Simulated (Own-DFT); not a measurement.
Simulation results for AlGa3N4 (wurtzite random alloy, strained, atoms displaced), SiGe3 (diamond-structure random alloy, atoms displaced)

All values are calculated (Own-DFT development build). A calculation, not a measurement: plane-wave PBEsol density functional theory by an unreviewed code, no spin, of a simulated periodic cell, stress positive in tension, free energy of the whole cell less one offset for each atom, forces on such cells passed a denser k mesh, this cell's mesh not checked; offsets are fitted by least squares, one for each functional and potential file, so energies compare only between cells with the same atoms and settings and are not formation energies; the far tail of each file's local potential was reset to the Coulomb form; each entry is a single point on an unrelaxed cell, so the pressure reflects the starting lattice, mostly measured values, from which strain is counted, and rises with the displacements; printed positions are rounded, which can move forces by about a meV/angstrom; the program is a retired in-house code; no spin-orbit coupling.

Settings shared by all entries: functional PBEsol; potential files PseudoDojo norm-conserving, scalar-relativistic, made for PBE, standard set; wave cutoff 42 hartree; occupations Fermi-Dirac; smearing width 0.1 eV; hardware one NVIDIA H200.

(1) 
```xyz
72
Lattice="9.4142 0.0000 0.0000 -4.7071 8.1529 0.0000 0.0000 0.0000 10.2685" Properties=species:S:1:pos:R:3:force_x:R:1:force_y:R:1:force_z:R:1 formula=AlGa3N4 k_mesh=4_x_4_x_3_centred_on_Gamma free_energy_of_cell_above_offsets=-4.876 pressure=6.93 stress_xx=-7.45 stress_yy=-9.39 stress_zz=-3.96 stress_yz=-0.64 stress_xz=0.1 stress_xy=-0.51 wall_time=711.4
Ga     0.0277     1.7656     0.0490      0.505     -0.132     -1.144
Ga     1.4839     0.8196     2.5043      2.155      1.358      1.713
N      0.0043     1.7992     1.9686     -1.083     -0.164     -0.701
N      1.5423     0.9403     4.5199      0.479     -1.307     -0.133
Ga     0.0100     1.8165     5.2080     -0.108     -0.181      -1.86
Ga     1.5810     0.9020     7.6630     -1.011      0.498      0.734
N     -0.0424     1.8253     7.0055     -0.538     -0.615      3.375
N      1.7034     0.8525     9.6089     -2.458      0.756      0.327
Al    -1.5669     4.5052     0.0012     -1.051      1.315      0.225
Ga    -0.0731     3.5876     2.5533      1.956       0.47      1.612
N     -1.5457     4.4975     1.9602     -0.905      0.553     -1.373
N      0.0704     3.5610     4.5515     -0.541      2.095     -0.913
Ga    -1.6492     4.5546     5.1028      1.496     -0.009       0.25
Ga    -0.0001     3.6619     7.7565     -1.151     -0.831     -1.562
N     -1.5648     4.5813     7.0650     -0.824     -1.218     -0.216
N     -0.1463     3.5732     9.6029      2.662      0.724      1.855
Ga    -3.1152     7.2215     0.0050     -0.603      0.553      0.815
Ga    -1.5329     6.3722     2.5532     -0.761     -1.306       0.86
N     -3.1061     7.2022     2.0022     -0.978     -0.017     -1.213
N     -1.5507     6.4198     4.4738     -1.499     -0.916      0.687
Al    -3.1381     7.2939     5.1541      0.396     -0.085      0.023
Ga    -1.5962     6.3498     7.7008      1.014      0.147      0.569
N     -3.1200     7.2708     7.1574     -0.934     -0.569     -2.416
N     -1.6331     6.3880     9.6327      2.516     -2.036      0.471
Ga     3.1496     1.8140    10.2212      0.844       0.26      1.421
Ga     4.7703     0.9075     2.5667     -2.286     -0.623      1.022
N      3.1405     1.8356     1.9595     -0.259     -0.982      -0.75
N      4.6886     0.8359     4.5231      0.764      1.675     -0.439
Ga     3.1486     1.8158     5.1403      -0.02     -0.941      0.333
Ga     4.7199     0.8949     7.7119     -2.941      -1.61      1.875
N      3.1521     1.7787     7.1761     -0.401      0.786     -1.565
N      4.7367     0.9304     9.6560       1.07      0.151      0.607
Al     1.5954     4.5197     0.0046     -1.175      0.354      0.581
Ga     3.1541     3.6104     2.5455      0.905      0.499      0.088
N      1.6432     4.6291     1.9967     -1.096     -4.263       -2.8
N      3.2251     3.5461     4.4572     -1.872      1.772      0.915
Al     1.5903     4.5645     5.0972      -0.28     -1.438      0.221
Ga     3.0361     3.5768     7.7296       1.57      0.215      0.482
N      1.5515     4.4802     7.0806      0.257      1.394     -1.114
N      3.1451     3.6815     9.7207     -0.317     -0.083     -0.643
Ga     0.0443     7.2773     0.0457     -1.234     -0.246     -0.789
Ga     1.5796     6.2516     2.5714     -0.267      4.422      1.216
N     -0.0630     7.2460     1.9500      2.509      0.297     -0.399
N      1.5319     6.3358     4.5073      0.709     -0.422      0.402
Ga    -0.0457     7.2684     5.1892       0.74     -0.603     -0.322
Ga     1.6676     6.3399     7.7223     -2.413     -0.353      0.128
N     -0.0371     7.3122     7.0616      0.834     -2.013      0.948
N      1.6103     6.3548     9.6719     -1.036     -1.462     -0.203
Al     6.3098     1.8087     0.0589     -0.304      0.519     -1.098
Al     7.8555     0.9177     2.5528      -0.22     -0.327      1.019
N      6.2544     1.7849     1.9850      2.106      0.041     -1.641
N      7.8599     0.9494     4.4992      0.451     -1.721     -0.877
Ga     6.3456     1.7910     5.1428     -1.737     -0.375      0.811
Al     7.8277     0.8356     7.7379     -0.025      1.645     -0.419
N      6.1133     1.7127     7.1631      5.906      2.438     -2.091
N      7.8795     0.9195     9.6126     -0.996     -0.396      0.761
Al     4.6963     4.5675    10.2426      0.947     -0.301      1.394
Ga     6.2457     3.5770     2.5988      0.596      0.868     -0.393
N      4.8245     4.6466     2.0344     -1.705      -1.75     -2.291
N      6.2728     3.5636     4.4659     -0.448      0.682      1.459
Ga     4.6402     4.5219     5.1902      1.529     -0.209     -0.824
Ga     6.2000     3.5747     7.7305      1.567     -0.204     -0.309
N      4.7019     4.5026     7.1022     -1.154     -0.144     -0.126
N      6.2709     3.6822     9.6243     -0.329     -0.985      1.648
Ga     3.0824     7.2164     0.1218      1.693      0.834     -2.119
Al     4.7459     6.3533     2.5460      0.081      0.528      1.213
N      3.2337     7.2803     1.9292     -0.731      0.186      2.281
N      4.7811     6.3286     4.5175     -0.393       0.39     -0.271
Ga     3.1572     7.1565     5.1668     -0.045      1.444     -0.519
Ga     4.7627     6.2810     7.7180     -0.461      0.981      0.948
N      3.1374     7.2465     7.1288      1.352      0.063     -0.815
N      4.7313     6.3358     9.7244     -1.018     -0.075     -0.937
```

Units: free_energy_of_cell_above_offsets in eV; pressure, stress_xx, stress_yy, stress_zz, stress_yz, stress_xz, stress_xy in GPa; wall_time in s; force_x, force_y, force_z in eV/Å.

(2) 
```xyz
64
Lattice="11.2025 0.0000 0.0000 0.0000 11.2025 0.0000 0.0000 0.0000 11.2025" Properties=species:S:1:pos:R:3:force_x:R:1:force_y:R:1:force_z:R:1 formula=SiGe3 k_mesh=3_x_3_x_3_centred_on_Gamma free_energy_of_cell_above_offsets=1.641 pressure=1.33 stress_xx=-1.27 stress_yy=-1.46 stress_zz=-1.25 stress_yz=-0.56 stress_xz=0.25 stress_xy=0.1 wall_time=613
Ge     0.0450     0.0490    11.1556      -0.14     -0.487      1.509
Si     0.0572     2.7247     2.7409     -0.588       1.01      1.544
Ge     2.7919     0.0635     2.8649      1.121     -1.063      -0.53
Ge     2.8824     2.8421     0.1311       -1.2     -0.985     -2.078
Ge     1.5086     1.3972     1.4687     -0.912      0.265     -0.848
Si     1.2562     4.3097     4.3066       2.74     -2.555       -2.6
Ge     4.2624     1.3754     4.2136      0.027      0.266        0.5
Ge     4.1726     4.2147     1.3446      1.925      0.499      1.723
Ge    11.1373    11.1043     5.5165      0.918      0.707     -0.327
Ge    11.1469     2.8645     8.2975      1.036     -0.731      1.107
Ge     2.7121    11.1513     8.2929     -0.025      0.925      2.063
Si     2.8071     2.7093     5.5999     -0.857      0.821     -0.708
Ge     1.4113     1.3629     6.9756     -1.017      0.393     -0.844
Ge     1.4107     4.2268     9.8285      0.132     -0.353     -0.339
Ge     4.2201     1.4399     9.7722     -0.834     -0.295     -0.109
Ge     4.0868     4.1368     6.9714      1.073     -0.997      0.523
Ge    11.1746     5.6449    11.1641     -0.025     -0.059     -0.012
Ge     0.0404     8.4491     2.7756      -0.59     -0.945     -0.171
Si     2.8866     5.6190     2.6930     -1.179      0.109      1.619
Ge     2.8676     8.3297     0.0289     -0.186      0.973     -0.825
Ge     1.4290     6.9980     1.3430     -0.188     -0.287      0.807
Si     1.4463     9.8035     4.0484     -0.571     -0.197      1.421
Ge     4.2359     7.0446     4.2237     -0.437     -1.039     -0.407
Si     4.1815     9.8700     1.3108       0.33     -0.269      0.913
Ge     0.0323     5.6365     5.5357     -1.695      0.825      1.354
Ge    11.0564     8.4438     8.4069      1.385      0.121     -0.639
Ge     2.9040     5.5956     8.3787     -1.454     -0.103      0.081
Ge     2.7250     8.3650     5.5409      0.684      1.473       0.34
Ge     1.4061     6.9854     6.9607     -0.457       0.36      0.989
Ge     1.3585     9.8288     9.8270      0.651     -1.069     -0.389
Ge     4.2314     6.9757     9.7357      0.372      0.424      0.682
Si     4.1444     9.9140     7.1321      1.499     -1.847     -2.052
Ge     5.6266     0.0786    11.1744     -0.895     -0.554      0.028
Si     5.5989     2.7333     2.8323      0.389      0.982     -0.561
Ge     8.4654     0.0047     2.8247     -0.419     -0.486     -0.488
Ge     8.4101     2.7715     0.0472      0.462      0.433     -0.666
Ge     6.9936     1.3951     1.3376      0.154      0.087      1.588
Ge     7.0798     4.1808     4.2572       -1.6      0.553     -1.122
Si     9.7786     1.4198     4.2157      0.663      0.272     -0.499
Ge     9.8358     4.1998     1.4274      0.724      -0.79     -0.466
Ge     5.7273    11.1885     5.6163      -2.01     -0.106       0.72
Si     5.6252     2.7979     8.4800       0.65      0.614     -0.944
Ge     8.4426     0.0425     8.3199     -1.077      0.324      1.647
Ge     8.3745     2.8246     5.5931      1.527     -0.212     -0.244
Ge     7.1059     1.3906     6.8803     -1.097       0.72      1.774
Si     7.0506     4.2224     9.9110     -0.776     -0.671     -0.394
Ge     9.8630     1.3678     9.8063      -0.61      1.008     -0.636
Ge     9.7881     4.2248     6.9735      -0.36      0.703      -0.39
Ge     5.6341     5.6649     0.0372     -0.021     -0.528     -0.521
Ge     5.5939     8.3768     2.7983     -0.037      0.654     -0.913
Ge     8.4208     5.5570     2.7089     -1.337      0.028      0.012
Si     8.5265     8.4624     0.0084     -2.236     -0.325      -0.67
Si     7.0070     7.0177     1.3653       0.81      0.757        0.2
Ge     6.9286     9.7901     4.2316      1.296     -0.518     -0.882
Ge     9.6754     6.8814     4.1527       0.95      1.968      0.638
Si     9.8165     9.7118     1.3470      0.751      1.602      0.737
Ge     5.5216     5.5444     5.6881       0.64      0.289     -0.687
Ge     5.6404     8.3946     8.4207     -0.537      1.413       0.33
Ge     8.3119     5.5531     8.4356       0.56      0.135       0.07
Si     8.3839     8.4598     5.5980     -0.256     -0.948      0.147
Ge     6.9522     6.9842     7.0699      0.606      0.234     -1.189
Si     6.9395     9.9369     9.8204      1.426     -1.271      -0.41
Ge     9.7512     7.0491     9.7573     -0.412     -0.686      0.421
Ge     9.7256     9.8966     7.0059       0.53     -1.574     -0.927
```

Units: free_energy_of_cell_above_offsets in eV; pressure, stress_xx, stress_yy, stress_zz, stress_yz, stress_xz, stress_xy in GPa; wall_time in s; force_x, force_y, force_z in eV/Å.

(3) 
```xyz
64
Lattice="11.2025 0.0000 0.0000 0.0000 11.2025 0.0000 0.0000 0.0000 11.2025" Properties=species:S:1:pos:R:3:force_x:R:1:force_y:R:1:force_z:R:1 formula=SiGe3 k_mesh=3_x_3_x_3_centred_on_Gamma free_energy_of_cell_above_offsets=1.597 pressure=1.3 stress_xx=-1.33 stress_yy=-1.29 stress_zz=-1.27 stress_yz=0.99 stress_xz=0.1 stress_xy=-0.02 wall_time=625.2
Ge     0.0014    11.1691     0.0377      1.334      1.881     -0.886
Si    11.1428     2.9023     2.8220      0.385     -0.981      1.145
Ge     2.7943     0.0316     2.9437      0.474      0.153     -2.349
Ge     2.7698     2.7298    11.1332      0.119      1.469      2.251
Ge     1.3408     1.5233     1.4793        0.1     -0.812      0.078
Ge     1.4247     4.2600     4.2002     -1.228     -0.138      0.091
Ge     4.2256     1.3129     4.2649      0.634      1.392      0.507
Si     4.2083     4.3474     1.4055      0.181     -1.363     -0.362
Si    11.0687     0.0375     5.5794      2.217     -0.721      0.718
Ge    11.1398     2.8636     8.3917      0.975     -1.327      0.881
Ge     2.8008    11.0950     8.3362      0.249      1.737       0.72
Ge     2.8006     2.8963     5.5742      0.418     -0.955       0.74
Ge     1.4088     1.3704     7.0014     -0.664      0.522     -0.486
Ge     1.4315     4.1827     9.8819     -1.082      1.118     -1.003
Ge     4.1907     1.4643     9.9059      0.735      -1.41     -1.943
Ge     4.2107     4.2969     7.0915     -0.199     -0.828      -0.64
Si    11.1147     5.7013    11.1250      0.942     -1.232      1.263
Ge    11.1027     8.4109     2.8330       1.68      -0.12     -0.143
Ge     2.8167     5.6010     2.8304     -0.089      1.163     -0.518
Ge     2.7897     8.4018     0.0436     -0.146      0.079     -0.017
Si     1.3513     6.9879     1.3573     -0.289      0.013      0.592
Ge     1.5066     9.8437     4.2424     -2.516     -0.276      0.149
Si     4.2470     6.9806     4.2642      -0.42      1.251     -1.096
Si     4.2254     9.7974     1.3565     -0.403      0.662      0.407
Si    11.1543     5.6051     5.6395      0.907      0.472      -0.63
Si    11.0116     8.5126     8.4416       2.26     -1.643      0.722
Ge     2.7528     5.6841     8.3446      0.408     -0.332      1.543
Ge     2.8102     8.4938     5.6319      0.907     -1.101     -0.246
Ge     1.4432     7.0124     6.9396     -1.807      0.957      0.408
Ge     1.4314     9.8645     9.7966     -0.757     -1.266      0.089
Ge     4.2511     7.0498     9.8380      -0.85      0.495     -0.933
Ge     4.2459     9.8797     6.9718     -0.059      -1.87      1.108
Si     5.5784     0.0054    11.1634      -0.24      0.007      0.777
Ge     5.6309     2.8980     2.8987      -1.13     -1.244     -1.606
Ge     8.3906    11.1827     2.8217      0.276      0.045      -1.05
Ge     8.3486     2.8060     0.0202      0.842     -0.512     -0.626
Ge     6.9843     1.3738     1.3606     -0.542      0.202      0.727
Ge     6.9421     4.2602     4.2058      1.255       0.49      0.806
Ge     9.7318     1.3105     4.2811       0.05      1.752     -1.113
Ge     9.7682     4.1598     1.4789      0.141      0.918     -1.316
Ge     5.6570    11.1345     5.7146      0.427      1.201     -1.302
Ge     5.6448     2.7912     8.3737     -1.315      0.746      1.106
Ge     8.4153     0.0198     8.5224      0.085      0.586     -1.934
Ge     8.4413     2.8766     5.6568     -0.997     -0.473     -0.448
Ge     6.9327     1.4537     7.0452      1.828      -0.73     -0.424
Ge     6.9957     4.2266     9.7750     -0.402     -0.671      0.741
Si     9.8236     1.2951     9.7832       0.21      1.734      0.886
Ge     9.8476     4.2242     7.0083     -0.997      0.989      0.616
Ge     5.6173     5.6900    11.1480      0.373     -0.641      0.999
Si     5.6103     8.4699     2.6965     -0.321     -0.721      1.028
Ge     8.4860     5.6396     2.8551     -0.561      0.336      0.283
Ge     8.5128     8.4993     0.0038     -1.747      0.003      0.022
Ge     7.0723     7.0550     1.4101      0.069      0.201     -0.055
Ge     6.9756     9.8385     4.1733      0.083       -1.2      0.277
Si     9.8558     7.0354     4.2724     -0.534     -0.392      0.229
Ge     9.9240     9.8263     1.3035     -1.341     -0.329      2.024
Si     5.4745     5.5446     5.5585      0.784      0.359      0.443
Si     5.6089     8.4370     8.4323      0.197      0.077     -0.458
Si     8.2966     5.5688     8.4932      1.021      0.739     -1.534
Ge     8.3580     8.3112     5.6637      0.545      0.966      -0.44
Ge     6.9171     6.9179     6.9524     -0.355     -0.126      0.943
Ge     7.0035     9.9398     9.7777     -0.621     -1.727      0.662
Ge     9.6872     7.0053     9.8512      0.257      0.086     -1.428
Ge     9.8743     9.8457     7.0551     -1.756      0.341      -0.99
```

Units: free_energy_of_cell_above_offsets in eV; pressure, stress_xx, stress_yy, stress_zz, stress_yz, stress_xz, stress_xy in GPa; wall_time in s; force_x, force_y, force_z in eV/Å.
